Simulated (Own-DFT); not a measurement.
Si$_{12}$O$_{23}$ (quartz with two neutral oxygen vacancies, strained, atoms displaced) (calculated)

A calculation, not a measurement: plane-wave PBE and HSE06 DFT by an unreviewed code, no spin, of a simulated cell at Gamma alone, so results move with cell size and shape, stress positive in tension, energies less offsets, not probed for a lower state with spin; oxygen file: force components 24 meV/angstrom off all-electron in a glass; k mesh not checked against a denser one; forces and stress are PBE's, HSE06 gives the energy alone, and its difference from PBE has offsets of its own; offsets are fitted by least squares, one for each functional and potential file, so energies compare only between cells with the same atoms and settings and are not formation energies; the far tail of each file's local potential was reset to the Coulomb form; each entry is a single point on an unrelaxed cell, so the pressure reflects the starting lattice, mostly measured values (interpolated for alloys), from which strain is counted, and rises with the displacements; printed positions are rounded, which can move forces by about a meV/angstrom; the program, named Own-DFT, is a retired in-house code; no spin-orbit coupling. Program: Own-DFT development build.

Common to all runs: first functional PBE; second functional HSE06; exact exchange share 0.25; screening 0.11 1/bohr; exchange divergence Gygi-Baldereschi; potential files PseudoDojo norm-conserving, scalar-relativistic, made for PBE, standard set; wave cutoff 48 hartree; occupations fixed; k mesh 1 x 1 x 1 centred on Gamma.

```json
{"entry": 1, "formula": "Si12O23", "kind": "quartz with two neutral oxygen vacancies, strained, atoms displaced", "structure": {"cell_angstrom": [[9.8338, -0.1446, 0.0105], [-5.0422, 8.7379, -0.0299], [0.0115, -0.0313, 10.9565]], "atoms_fractional": [["Si", 0.2304, 0.99611, 0.00271], ["Si", 0.00042, 0.23202, 0.33772], ["Si", 0.26303, 0.26486, 0.16666], ["O", 0.20883, 0.13535, 0.05563], ["O", 0.42574, 0.2927, 0.22526], ["O", 0.36817, 0.06938, 0.39503], ["O", 0.0693, 0.36494, 0.43827], ["O", 0.13462, 0.20692, 0.27444], ["O", 0.29446, 0.42607, 0.11019], ["Si", 0.22879, 0.99827, 0.50066], ["Si", 0.9997, 0.23171, 0.8329], ["Si", 0.26373, 0.26691, 0.67051], ["O", 0.42478, 0.29336, 0.72704], ["O", 0.36553, 0.06926, 0.89462], ["O", 0.07243, 0.36829, 0.93308], ["O", 0.13173, 0.19997, 0.77271], ["O", 0.29484, 0.42838, 0.61419], ["Si", 0.23358, 0.50571, 0.99795], ["Si", 0.00086, 0.73752, 0.33639], ["Si", 0.26302, 0.76269, 0.16737], ["O", 0.20541, 0.63987, 0.05897], ["O", 0.43437, 0.79689, 0.22602], ["O", 0.36439, 0.57468, 0.39207], ["O", 0.13817, 0.70424, 0.27489], ["O", 0.28841, 0.92649, 0.11128], ["Si", 0.23162, 0.5009, 0.49975], ["Si", 0.00245, 0.73597, 0.83264], ["Si", 0.26687, 0.76612, 0.66128], ["O", 0.21225, 0.63578, 0.55996], ["O", 0.42268, 0.79122, 0.7238], ["O", 0.36898, 0.57291, 0.89772], ["O", 0.06967, 0.86426, 0.93434], ["O", 0.13483, 0.71462, 0.77392], ["O", 0.29419, 0.93137, 0.60614], ["Si", 0.73368, 0.99725, 0.99666], ["Si", 0.50416, 0.23716, 0.33451], ["Si", 0.76825, 0.26852, 0.16562], ["O", 0.70951, 0.13495, 0.05954], ["O", 0.92426, 0.29856, 0.23082], ["O", 0.85877, 0.06799, 0.39422], ["O", 0.5727, 0.3684, 0.44072], ["O", 0.63794, 0.21817, 0.2707], ["O", 0.79837, 0.42882, 0.10442], ["Si", 0.73394, 0.00477, 0.50224], ["Si", 0.49558, 0.23175, 0.83304], ["Si", 0.76159, 0.26241, 0.66942], ["O", 0.70478, 0.13437, 0.56046], ["O", 0.92635, 0.29683, 0.72669], ["O", 0.8596, 0.06691, 0.89514], ["O", 0.57679, 0.36933, 0.94039], ["O", 0.63635, 0.20635, 0.77398], ["O", 0.79401, 0.42496, 0.61056], ["Si", 0.73943, 0.49968, 0.00033], ["Si", 0.5029, 0.73388, 0.3282], ["Si", 0.76641, 0.76358, 0.16811], ["O", 0.7061, 0.6326, 0.06359], ["O", 0.92574, 0.78586, 0.22564], ["O", 0.86705, 0.57224, 0.38626], ["O", 0.57014, 0.86532, 0.4445], ["O", 0.62923, 0.70266, 0.28149], ["O", 0.793, 0.92158, 0.10967], ["Si", 0.73901, 0.50861, 0.49817], ["Si", 0.49777, 0.73289, 0.83101], ["Si", 0.77011, 0.76329, 0.66094], ["O", 0.70749, 0.63391, 0.55526], ["O", 0.93238, 0.79785, 0.72516], ["O", 0.86199, 0.56763, 0.89207], ["O", 0.56916, 0.8659, 0.94164], ["O", 0.63739, 0.70879, 0.77237], ["O", 0.79239, 0.92881, 0.60147]]}, "results": {"PBE_energy_of_cell_above_offsets [eV]": "-21.888", "HSE06_less_PBE_above_offsets [eV]": "0.947", "PBE_pressure [GPa]": 0.47, "PBE_stress_xx [GPa]": -3.34, "PBE_stress_yy [GPa]": 2.26, "PBE_stress_zz [GPa]": -0.34, "PBE_stress_yz [GPa]": -0.52, "PBE_stress_xz [GPa]": 2.46, "PBE_stress_xy [GPa]": -2.82, "force_element": ["Si", "Si", "Si", "O", "O", "O", "O", "O", "O", "Si", "Si", "Si", "O", "O", "O", "O", "O", "Si", "Si", "Si", "O", "O", "O", "O", "O", "Si", "Si", "Si", "O", "O", "O", "O", "O", "O", "Si", "Si", "Si", "O", "O", "O", "O", "O", "O", "Si", "Si", "Si", "O", "O", "O", "O", "O", "O", "Si", "Si", "Si", "O", "O", "O", "O", "O", "O", "Si", "Si", "Si", "O", "O", "O", "O", "O", "O"], "force_x [eV/angstrom]": [0.363, -1.778, 0.816, -0.35, 0.915, 0.22, 0.274, -0.913, -1.701, -1.372, -1.536, 0.778, 1.436, -0.055, 0.288, -1.47, -1.291, 0.355, 2.27, 1.185, 0.757, -1.37, -0.282, -1.7, 0.101, 1.862, -2.087, -2.157, -0.679, 2.069, 0.566, 0.072, 2.341, 0.747, -1.096, -2.084, -0.575, 0.533, 2.781, 1.525, 0.219, 0.108, 0.45, -1.217, 1.034, 0.422, -0.171, 1.946, 2.45, -0.886, -2.548, -1.184, -1.63, -3.549, -1.525, 0.674, 0.581, -0.538, -0.24, 4.773, -0.936, 1.883, 0.455, -1.945, -0.519, -0.051, 1.497, -0.605, -0.366, 1.662], "force_y [eV/angstrom]": [0.433, -0.548, 0.049, -0.043, -0.3, 1.185, 0.773, -0.496, 1.125, 0.429, -0.385, -1.212, 0.084, 0.235, 0.544, -0.549, 0.814, -1.532, 2.021, 2.24, -1.825, -0.046, -0.355, -0.288, -0.603, -0.455, -1.798, 1.428, -0.728, -0.073, 0.797, 1.449, -0.464, -1.557, -0.26, -0.491, -0.106, -0.674, -0.493, 1.815, 0.41, -0.627, -0.326, -1.743, 0.773, 1.308, 0.237, -0.757, 2.406, -1.733, -0.686, 1.215, 0.572, 1.494, -0.566, -1.155, 0.607, -0.832, -0.848, -0.112, 0.902, -3.653, 0.925, 2.304, 0.845, -0.324, 2.298, -1.377, 0.135, -1.829], "force_z [eV/angstrom]": [-0.192, -2.096, -1.043, 0.442, 0.967, -0.524, 1.367, 0.683, -1.706, -0.505, -0.678, -3.039, 0.883, -0.042, 0.881, 1.354, -1.587, 2.562, 0.407, 0.434, -1.462, -1.27, 0.309, 1.177, -0.076, 0.352, -0.283, 0.913, -0.592, 1.402, -1.162, 1.961, -1.595, 0.674, 4.426, -0.183, -1.314, -0.186, 1.519, -1.583, 0.226, 0.321, 0.386, -0.09, 0.888, -2.147, 0.217, 1.13, -2.806, -1.116, 1.88, -1.603, 1.385, 3.846, 0.324, -0.781, 0.258, 1.21, -1.148, -2.725, -1.112, 0.444, 0.067, 0.8, 0.368, -0.278, -1.763, -1.178, -0.393, 1.789]}}
{"entry": 2, "formula": "Si12O23", "kind": "quartz with two neutral oxygen vacancies, strained, atoms displaced", "structure": {"cell_angstrom": [[9.8082, -0.1019, -0.0218], [-4.9923, 8.4371, 0.1227], [-0.024, 0.142, 10.7865]], "atoms_fractional": [["Si", 0.23634, 0.00376, 0.00158], ["Si", 0.99718, 0.23231, 0.33008], ["Si", 0.26215, 0.25965, 0.16536], ["O", 0.20719, 0.12823, 0.06166], ["O", 0.42775, 0.28927, 0.22579], ["O", 0.36435, 0.06781, 0.39246], ["O", 0.06968, 0.36462, 0.4407], ["O", 0.13726, 0.20752, 0.27364], ["O", 0.30121, 0.42957, 0.10346], ["Si", 0.23633, 0.99708, 0.50146], ["Si", 0.00329, 0.23467, 0.83123], ["Si", 0.26797, 0.26354, 0.6648], ["O", 0.2118, 0.13557, 0.56318], ["O", 0.42424, 0.29287, 0.72803], ["O", 0.36254, 0.0718, 0.89202], ["O", 0.07319, 0.36862, 0.93876], ["O", 0.14036, 0.21036, 0.77854], ["O", 0.29735, 0.42705, 0.60545], ["Si", 0.23527, 0.49571, 0.99664], ["Si", 0.99806, 0.73759, 0.33409], ["Si", 0.2645, 0.76728, 0.16334], ["O", 0.21369, 0.63308, 0.06153], ["O", 0.42994, 0.79919, 0.23169], ["O", 0.37571, 0.58051, 0.3935], ["O", 0.07524, 0.86681, 0.43717], ["O", 0.13545, 0.70175, 0.27697], ["O", 0.28771, 0.91999, 0.10429], ["Si", 0.23793, 0.49819, 0.50204], ["Si", 0.99303, 0.73047, 0.83283], ["Si", 0.26703, 0.76818, 0.66677], ["O", 0.20699, 0.63508, 0.558], ["O", 0.42613, 0.79528, 0.72526], ["O", 0.36377, 0.57164, 0.89519], ["O", 0.07714, 0.87265, 0.94021], ["O", 0.29058, 0.92342, 0.61356], ["Si", 0.73229, 0.00063, 0.99915], ["Si", 0.49881, 0.23484, 0.33025], ["Si", 0.76959, 0.26806, 0.16445], ["O", 0.70261, 0.13259, 0.05986], ["O", 0.92406, 0.29344, 0.22586], ["O", 0.86904, 0.07862, 0.39625], ["O", 0.57617, 0.36828, 0.44085], ["O", 0.63415, 0.2096, 0.27764], ["O", 0.79099, 0.42231, 0.1032], ["Si", 0.73482, 0.00209, 0.50181], ["Si", 0.50426, 0.23212, 0.83769], ["Si", 0.75954, 0.26504, 0.66629], ["O", 0.70776, 0.13415, 0.56142], ["O", 0.92956, 0.29465, 0.7281], ["O", 0.86733, 0.06862, 0.89383], ["O", 0.56845, 0.36227, 0.941], ["O", 0.63748, 0.20743, 0.77657], ["O", 0.79353, 0.42143, 0.6076], ["Si", 0.73401, 0.49684, 0.00262], ["Si", 0.49054, 0.72804, 0.33562], ["Si", 0.76482, 0.76404, 0.1689], ["O", 0.70518, 0.63439, 0.06201], ["O", 0.93157, 0.79234, 0.22504], ["O", 0.86316, 0.57158, 0.39606], ["O", 0.57475, 0.86927, 0.44352], ["O", 0.62973, 0.70245, 0.26991], ["O", 0.79786, 0.9294, 0.10975], ["Si", 0.73276, 0.50099, 0.50067], ["Si", 0.50463, 0.73883, 0.83131], ["Si", 0.77319, 0.76357, 0.66528], ["O", 0.70611, 0.63016, 0.56079], ["O", 0.92891, 0.79163, 0.72294], ["O", 0.57042, 0.86834, 0.94769], ["O", 0.63065, 0.70255, 0.77391], ["O", 0.79356, 0.92565, 0.61105]]}, "results": {"PBE_energy_of_cell_above_offsets [eV]": "-19.457", "HSE06_less_PBE_above_offsets [eV]": "-0.381", "PBE_pressure [GPa]": 11.45, "PBE_stress_xx [GPa]": -9.66, "PBE_stress_yy [GPa]": -14.34, "PBE_stress_zz [GPa]": -10.36, "PBE_stress_yz [GPa]": 4.61, "PBE_stress_xz [GPa]": -2.51, "PBE_stress_xy [GPa]": -1.19, "force_element": ["Si", "Si", "Si", "O", "O", "O", "O", "O", "O", "Si", "Si", "Si", "O", "O", "O", "O", "O", "O", "Si", "Si", "Si", "O", "O", "O", "O", "O", "O", "Si", "Si", "Si", "O", "O", "O", "O", "O", "Si", "Si", "Si", "O", "O", "O", "O", "O", "O", "Si", "Si", "Si", "O", "O", "O", "O", "O", "O", "Si", "Si", "Si", "O", "O", "O", "O", "O", "O", "Si", "Si", "Si", "O", "O", "O", "O", "O"], "force_x [eV/angstrom]": [0.435, 1.777, 1.151, -1.519, -1.774, 0.48, 0.669, -1.675, 0.602, -0.906, -0.249, -0.826, 0.293, 3.08, 0.786, -1.166, 0.303, 0.578, -1.452, 3.247, 2.236, -0.188, -1.41, -3.294, -0.609, -1.497, -0.522, -2.331, 2.986, -1.733, 0.529, 1.729, 2.242, -1.436, -1.431, 1.757, 1.383, -1.924, 0.016, 1.957, -0.216, -1.749, 1.795, 0.731, 0.335, -1.612, 4.253, -0.486, -1.432, 0.187, 0.173, -0.899, -1.796, -1.037, 5.01, 0.53, 0.474, -1.369, 1.08, -0.797, -1.568, -0.58, 1.143, -0.758, -4.031, -0.786, 1.212, -1.428, 1.445, -0.117], "force_y [eV/angstrom]": [-1.856, 2.756, 1.825, 1.573, 0.884, 0.152, 0.274, -0.604, -1.213, 0.889, 0.234, 0.369, -2.371, 0.248, -0.758, -1.561, -0.369, 0.42, 1.238, -1.801, -3.367, -0.622, 0.544, -9.447, 0.671, 0.202, 3.276, 0.809, -1.606, -4.937, -0.39, 0.582, 1.941, -1.922, 4.109, 0.786, 0.292, -3.253, 0.248, 0.684, -2.405, -2.149, -0.021, 1.484, -0.378, 1.017, -2.136, -0.138, 0.223, 0.012, 0.874, -0.93, 3.995, 3.964, 9.716, 0.319, -1.383, 0.779, 0.604, -1.824, -0.38, 1.196, -1.006, -0.236, -0.636, 0.821, 1.135, -2.64, 0.165, 1.03], "force_z [eV/angstrom]": [-0.739, 0.314, -0.736, 0.742, -1.964, -0.258, -0.378, 1.312, 0.961, 0.839, 0.738, 1.859, -2.182, 1.252, -0.185, -0.449, -0.381, 0.586, 2.869, -0.476, 2.657, -0.57, -1.556, 4.833, 1.354, 0.457, -0.679, -1.168, 2.656, 2.251, -0.157, 0.756, -3.088, -1.381, -1.986, 2.258, 2.651, 1.138, -0.042, 0.088, 0.369, -1.174, -1.25, 0.739, 1.095, -2.449, 0.779, -0.04, -1.334, -0.411, 1.008, 1.441, -1.778, -3.127, -3.728, -0.814, -0.726, -1.41, -1.219, -1.21, 2.083, -0.69, 1.341, 1.805, -0.038, 0.466, -0.204, -2.388, -0.686, -0.647]}}
{"entry": 3, "formula": "Si12O23", "kind": "quartz with two neutral oxygen vacancies, strained, atoms displaced", "structure": {"cell_angstrom": [[9.6745, -0.0961, 0.1682], [-4.9205, 8.7266, 0.0424], [0.185, 0.1607, 10.6831]], "atoms_fractional": [["Si", 0.23802, 0.99909, 0.00343], ["Si", 0.99474, 0.23148, 0.33169], ["Si", 0.26453, 0.26581, 0.16661], ["O", 0.20808, 0.12863, 0.05928], ["O", 0.42407, 0.29534, 0.22528], ["O", 0.37159, 0.07633, 0.39779], ["O", 0.07416, 0.36598, 0.44198], ["O", 0.13295, 0.20461, 0.27263], ["O", 0.28774, 0.42064, 0.10343], ["Si", 0.24247, 0.0039, 0.497], ["Si", 0.0011, 0.23782, 0.83343], ["Si", 0.26596, 0.26385, 0.66537], ["O", 0.20172, 0.13665, 0.56047], ["O", 0.43023, 0.29575, 0.7288], ["O", 0.3657, 0.07351, 0.88959], ["O", 0.07138, 0.36514, 0.93857], ["O", 0.13366, 0.20207, 0.77649], ["O", 0.28853, 0.42972, 0.60779], ["Si", 0.23666, 0.49519, 0.99946], ["Si", 0.99927, 0.73155, 0.32892], ["Si", 0.26286, 0.76119, 0.16607], ["O", 0.20723, 0.63617, 0.05846], ["O", 0.42341, 0.79037, 0.22442], ["O", 0.36584, 0.5708, 0.38911], ["O", 0.07403, 0.86404, 0.44119], ["O", 0.13415, 0.709, 0.27312], ["O", 0.29243, 0.92785, 0.1111], ["Si", 0.23698, 0.49731, 0.50013], ["Si", 0.00403, 0.74062, 0.83326], ["Si", 0.26305, 0.76157, 0.66007], ["O", 0.20911, 0.63675, 0.55907], ["O", 0.4289, 0.79152, 0.72357], ["O", 0.35947, 0.56773, 0.89875], ["O", 0.07423, 0.86752, 0.94087], ["O", 0.12906, 0.70387, 0.77646], ["O", 0.29263, 0.92597, 0.60718], ["Si", 0.73768, 0.00195, 0.00045], ["Si", 0.50385, 0.23662, 0.33335], ["Si", 0.77287, 0.26848, 0.16395], ["O", 0.70993, 0.13889, 0.0624], ["O", 0.9239, 0.29232, 0.22874], ["O", 0.87319, 0.07704, 0.39204], ["O", 0.57722, 0.36818, 0.43996], ["O", 0.63317, 0.20218, 0.27612], ["O", 0.78955, 0.42762, 0.11065], ["Si", 0.73713, 0.99636, 0.50109], ["Si", 0.49907, 0.22891, 0.83412], ["Si", 0.76071, 0.25889, 0.66932], ["O", 0.70894, 0.13232, 0.55722], ["O", 0.92269, 0.28886, 0.72387], ["O", 0.86947, 0.07961, 0.89728], ["O", 0.57565, 0.36444, 0.93724], ["O", 0.62975, 0.20438, 0.7709], ["O", 0.7937, 0.42358, 0.60734], ["Si", 0.73537, 0.50344, 0.99236], ["Si", 0.49794, 0.73398, 0.33499], ["Si", 0.76622, 0.76502, 0.16582], ["O", 0.70733, 0.63032, 0.06045], ["O", 0.92956, 0.79593, 0.22821], ["O", 0.86621, 0.57502, 0.39264], ["O", 0.57547, 0.86583, 0.44331], ["O", 0.63446, 0.70783, 0.27451], ["O", 0.79449, 0.92725, 0.10835], ["Si", 0.73412, 0.50342, 0.49982], ["Si", 0.50057, 0.74404, 0.83297], ["Si", 0.76109, 0.76231, 0.67104], ["O", 0.70663, 0.63404, 0.55653], ["O", 0.86284, 0.57495, 0.89482], ["O", 0.57668, 0.86646, 0.94185], ["O", 0.79824, 0.93048, 0.61046]]}, "results": {"PBE_energy_of_cell_above_offsets [eV]": "-19.106", "HSE06_less_PBE_above_offsets [eV]": "-0.169", "PBE_pressure [GPa]": 9.73, "PBE_stress_xx [GPa]": -12.86, "PBE_stress_yy [GPa]": -4.78, "PBE_stress_zz [GPa]": -11.54, "PBE_stress_yz [GPa]": 6.38, "PBE_stress_xz [GPa]": 7.21, "PBE_stress_xy [GPa]": -4.1, "force_element": ["Si", "Si", "Si", "O", "O", "O", "O", "O", "O", "Si", "Si", "Si", "O", "O", "O", "O", "O", "O", "Si", "Si", "Si", "O", "O", "O", "O", "O", "O", "Si", "Si", "Si", "O", "O", "O", "O", "O", "O", "Si", "Si", "Si", "O", "O", "O", "O", "O", "O", "Si", "Si", "Si", "O", "O", "O", "O", "O", "O", "Si", "Si", "Si", "O", "O", "O", "O", "O", "O", "Si", "Si", "Si", "O", "O", "O", "O"], "force_x [eV/angstrom]": [-1.352, 1.77, 1.168, -0.97, 2.391, 2.894, -0.458, -1.309, 0.853, -5.543, -0.126, 0.628, 1.35, -0.445, 0.092, -0.227, -0.332, 2.198, -6.291, -1.608, 0.908, 0.53, 1.791, 0.587, 0.396, 0.856, 0.978, -3.274, -4.504, 0.225, 0.549, -2.095, 5.049, -0.061, 2.993, 0.163, -2.021, -1.328, -3.121, 0.568, 1.97, -0.796, -0.985, 1.218, -0.141, -0.952, -1.938, 1.633, -0.176, 1.779, 1.29, -0.438, 0.034, -0.586, -2.943, -0.282, 1.198, -0.907, -0.685, 1.032, -0.667, -0.284, 0.024, 0.802, 3.412, -0.027, -1.124, 4.628, -0.655, 0.693], "force_y [eV/angstrom]": [-0.839, 4.017, -1.387, 1.912, 0.006, 1.897, -0.924, -0.779, -0.22, -2.872, 0.708, 1.42, -1.568, 0.108, -2.133, 0.571, -0.166, -1.833, -1.032, 2.475, 1.178, -1.381, 0.321, -0.189, 0.152, -1.576, -0.868, 0.286, 0.46, 1.544, -2.052, 0.687, 5.103, 0.102, -0.602, 0.109, -0.508, 1.914, 0.544, -1.864, 0.966, -3.253, -0.848, -0.221, 0.333, 0.892, 3.713, 1.573, 0.025, 0.287, 0.002, -0.535, -2.029, 0.182, -4.074, 2.023, -0.184, 1.286, 0.422, -0.192, -1.209, -0.682, 0.0, -2.444, -2.746, -0.39, 1.477, 3.178, 0.377, -0.647], "force_z [eV/angstrom]": [-0.319, 1.045, -2.674, 1.232, 1.361, -3.721, -1.016, 1.461, 1.355, 4.091, -0.624, -0.174, -1.313, -0.847, 0.37, 0.708, 0.524, 2.389, 3.757, 3.01, -2.592, -0.578, 1.023, -0.51, -0.306, 0.965, 0.551, -0.349, -0.266, 1.875, -1.867, -1.481, -6.482, 0.398, -1.499, 0.207, 2.726, -0.252, -0.285, -1.483, 0.081, 0.92, -0.5, -0.614, -0.936, 0.68, 0.309, -5.101, 0.495, 0.935, -1.841, -0.052, 1.954, -0.426, 6.385, -0.25, -1.602, 0.712, -1.286, -1.217, -0.844, 0.891, -0.116, 1.994, -0.097, 2.242, 1.252, -5.2, 0.553, 0.263]}}
```
